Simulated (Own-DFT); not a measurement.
Hf$_{36}$O$_{71}$ (tetragonal hafnia with one neutral oxygen vacancy, atoms displaced) (calculated)

All values are calculated (Own-DFT development build). A calculation, not a measurement: plane-wave PBE and HSE06 DFT by an unreviewed code, no spin, of a simulated cell at Gamma alone, so results move with cell size and shape, stress positive in tension, energies less offsets, not probed for a lower state with spin; hafnium file: forces about 75 meV/angstrom off all-electron values; oxygen file: force components 24 meV/angstrom off all-electron in a glass; k mesh not checked against a denser one; forces and stress are PBE's, HSE06 gives the energy alone, and its difference from PBE has offsets of its own; offsets are fitted by least squares, one for each functional and potential file, so energies compare only between cells with the same atoms and settings and are not formation energies; the far tail of each file's local potential was reset to the Coulomb form; each entry is a single point on an unrelaxed cell, so the pressure reflects the starting lattice, taken from the Materials Project, from which strain is counted, and rises with the displacements; printed positions are rounded, which can move forces by about a meV/angstrom; the program is a retired in-house code; no spin-orbit coupling.

Hf$_{36}$O$_{71}$ (tetragonal hafnia with one neutral oxygen vacancy, atoms displaced)

```
Hf36O71
1.0
     10.7800     0.0000     0.0000
      0.0000    10.7800     0.0000
      0.0000     0.0000    10.4493
Hf O Hf O Hf O Hf O Hf O Hf O Hf O Hf O Hf O Hf O Hf O Hf O Hf O Hf O Hf O Hf O Hf O Hf O
2 4 2 4 2 3 2 4 2 4 2 4 2 4 2 4 2 4 2 4 2 4 2 4 2 4 2 4 2 4 2 4 2 4 2 4
Direct
  0.99489 0.99740 0.99289
  0.16957 0.16574 0.24636
  0.99485 0.16854 0.14947
  0.16922 0.99654 0.34957
  0.99904 0.16538 0.41013
  0.15999 0.00269 0.09710
  0.00082 0.99744 0.50414
  0.16763 0.16968 0.75121
  0.99878 0.16483 0.65555
  0.16929 0.99648 0.85006
  0.99772 0.16853 0.90138
  0.16539 0.99960 0.59914
  0.00083 0.33094 0.00118
  0.16341 0.49625 0.24861
  0.00017 0.50363 0.15543
  0.99624 0.50195 0.39851
  0.16280 0.33669 0.09827
  0.99697 0.33336 0.50336
  0.16959 0.50647 0.75370
  0.99895 0.50223 0.64634
  0.16846 0.33072 0.84669
  0.99949 0.49745 0.89661
  0.17092 0.33646 0.59834
  0.99577 0.66443 0.00290
  0.16586 0.83313 0.24917
  0.99551 0.83269 0.15714
  0.16575 0.66643 0.34602
  0.00484 0.83644 0.40657
  0.16889 0.66078 0.09570
  0.99596 0.66658 0.49673
  0.16724 0.83322 0.75105
  0.99970 0.83442 0.64622
  0.16667 0.66913 0.84535
  0.00250 0.83311 0.90287
  0.16789 0.66873 0.59594
  0.33005 0.99837 0.99584
  0.49481 0.16612 0.25086
  0.33230 0.16717 0.15376
  0.50013 0.99914 0.34461
  0.33826 0.17294 0.40471
  0.49899 0.00618 0.09613
  0.33323 0.00416 0.49799
  0.49650 0.17036 0.75233
  0.33246 0.16507 0.64685
  0.49801 0.00126 0.84765
  0.32876 0.16974 0.90626
  0.49860 0.00277 0.59844
  0.33129 0.33522 0.99780
  0.50111 0.50266 0.25467
  0.33394 0.49987 0.15030
  0.50114 0.33250 0.34807
  0.33366 0.49972 0.39873
  0.49378 0.32820 0.09750
  0.33465 0.33426 0.50248
  0.49881 0.50154 0.75261
  0.33848 0.50080 0.64783
  0.49797 0.33165 0.84579
  0.33405 0.50025 0.90242
  0.50067 0.33183 0.59840
  0.33310 0.66770 0.00336
  0.49901 0.83296 0.24951
  0.33062 0.83387 0.15502
  0.49847 0.66501 0.34981
  0.33532 0.83199 0.40757
  0.49836 0.66493 0.10205
  0.33456 0.66532 0.50377
  0.49659 0.83032 0.75123
  0.33294 0.83327 0.65016
  0.50045 0.66237 0.84103
  0.33475 0.83094 0.89933
  0.50104 0.67011 0.59558
  0.66790 0.00117 0.00454
  0.83391 0.16690 0.24930
  0.66909 0.16642 0.14958
  0.83424 0.99880 0.34723
  0.66365 0.16863 0.40622
  0.83527 0.99557 0.09952
  0.66437 0.99677 0.49824
  0.82981 0.16608 0.75399
  0.66873 0.16742 0.65228
  0.83102 0.99549 0.84244
  0.66338 0.16728 0.89778
  0.83019 0.00573 0.59886
  0.66741 0.33000 0.00040
  0.83377 0.49785 0.24974
  0.66952 0.49999 0.15566
  0.82890 0.33765 0.34852
  0.66818 0.49532 0.39804
  0.83305 0.33634 0.09384
  0.66615 0.33318 0.50163
  0.83501 0.49790 0.75189
  0.66800 0.49796 0.65534
  0.83242 0.33723 0.84599
  0.66486 0.50510 0.89921
  0.83607 0.33212 0.60129
  0.66609 0.66563 0.00005
  0.82867 0.83396 0.25136
  0.66760 0.83536 0.15382
  0.82954 0.66519 0.34542
  0.66843 0.83596 0.40243
  0.83572 0.66637 0.09786
  0.66783 0.66331 0.50120
  0.83532 0.83271 0.74987
  0.66633 0.83263 0.65388
  0.83336 0.66417 0.84554
  0.66762 0.83035 0.90393
  0.82897 0.66774 0.60203
```

* first functional: PBE
* second functional: HSE06
* exact exchange share: 0.25
* screening: 0.11 1/bohr
* exchange divergence: Gygi-Baldereschi
* potential files: PseudoDojo norm-conserving, scalar-relativistic, made for PBE, standard set
* wave cutoff: 48 hartree
* occupations: fixed
* k mesh: 1 x 1 x 1 centred on Gamma
* PBE energy of cell above offsets: -101.059 eV
* HSE06 less PBE above offsets: -0.162 eV
* PBE pressure: 0.83 GPa
* PBE stress xx: 0.18 GPa
* PBE stress yy: -1.16 GPa
* PBE stress zz: -1.5 GPa
* PBE stress yz: -0.76 GPa
* PBE stress xz: -0.03 GPa
* PBE stress xy: 0.04 GPa

Force:
```csv
element,x (eV/Å),y (eV/Å),z (eV/Å)
Hf,0.628,0.443,1.011
Hf,-1.131,0.035,0.756
O,0.738,0.212,0.452
O,0.36,1.08,-0.47
O,0.302,0.511,-0.847
O,0.536,-0.126,-0.309
Hf,-0.463,0.476,0.207
Hf,-0.359,-0.796,-0.886
O,0.483,0.297,0.448
O,0.004,0.744,-0.12
O,-0.014,-0.55,0.14
O,0.597,0.07,0.065
Hf,-0.443,0.227,-0.413
Hf,1.029,0.132,0.692
O,-0.25,-0.111,-0.933
O,0.499,-0.696,0.268
O,0.563,-0.264,0.275
Hf,0.627,0.147,-0.162
Hf,-0.596,-0.895,-1.328
O,0.587,0.093,0.632
O,-0.06,1.122,0.227
O,0.451,0.355,0.756
O,-0.903,-0.206,-0.435
Hf,0.587,-0.114,-0.317
Hf,-0.795,-0.271,0.847
O,0.753,-0.339,-0.454
O,-0.121,-0.101,-0.267
O,-0.431,-0.859,-0.589
O,-0.632,0.533,-0.311
Hf,0.618,0.061,0.443
Hf,-0.085,0.292,-1.28
O,-0.088,-0.095,1.134
O,0.112,-0.261,0.465
O,-0.287,-0.542,-0.231
O,-0.503,-0.358,0.316
Hf,0.045,0.271,0.342
Hf,0.94,0.774,0.011
O,-0.614,-0.259,-0.1
O,-0.198,-0.006,0.132
O,-0.623,-0.895,-0.956
O,-0.129,-0.472,-0.07
Hf,-0.257,-0.74,0.589
Hf,0.891,-1.068,-1.256
O,-0.201,0.131,0.943
O,-0.258,-0.252,0.083
O,0.136,-0.823,-0.525
O,0.109,-0.223,-0.432
Hf,0.2,0.341,0.831
Hf,-0.443,-0.905,-0.438
O,-0.114,-0.104,0.229
O,0.077,0.317,-0.182
O,-0.35,-0.297,0.325
O,1.2,0.069,-0.4
Hf,0.21,0.737,-0.328
Hf,0.814,-1.009,-0.921
O,-0.747,0.272,0.718
O,-0.101,0.79,0.624
O,-0.287,0.406,-0.421
O,-0.024,-0.027,0.139
Hf,-0.083,-0.625,0.16
Hf,-0.185,-0.31,0.595
O,0.556,0.158,-0.706
O,0.391,0.658,-0.131
O,0.211,0.257,-0.529
O,0.401,0.421,-0.558
Hf,-0.376,0.189,-0.826
Hf,0.597,0.871,-0.727
O,-0.027,-0.042,0.701
O,-0.246,1.156,1.209
O,0.154,0.043,0.422
O,0.255,-0.184,0.299
Hf,-0.568,-0.285,-0.63
Hf,-0.065,0.046,0.94
O,-0.115,0.036,0.089
O,-0.18,0.514,-0.171
O,0.175,-0.664,-0.516
O,-0.441,0.316,-0.539
Hf,0.263,1.104,1.012
Hf,0.132,0.192,-1.399
O,-0.82,0.269,0.56
O,0.259,0.773,1.283
O,0.519,-0.24,0.743
O,0.277,-0.521,-0.311
Hf,-0.687,0.735,-0.016
Hf,-0.065,0.257,0.28
O,-0.851,0.004,-0.722
O,0.473,-1.399,-0.094
O,-0.38,1.044,0.862
O,0.065,-0.036,0.262
Hf,0.183,-0.411,0.123
Hf,0.068,0.46,-0.83
O,-0.472,0.128,-0.518
O,-0.356,-1.02,0.775
O,-0.117,-1.124,0.868
O,-0.617,0.099,-0.259
Hf,0.329,-0.131,0.08
Hf,0.707,0.053,0.325
O,-0.823,-0.016,-0.303
O,0.148,0.412,0.535
O,-0.212,-1.125,-0.172
O,-0.969,0.04,-0.253
Hf,-0.072,0.157,-0.117
Hf,-0.673,-0.768,-0.915
O,-0.102,0.182,0.131
O,0.389,0.582,0.685
O,-0.264,0.423,0.409
O,0.634,0.041,-0.823
```
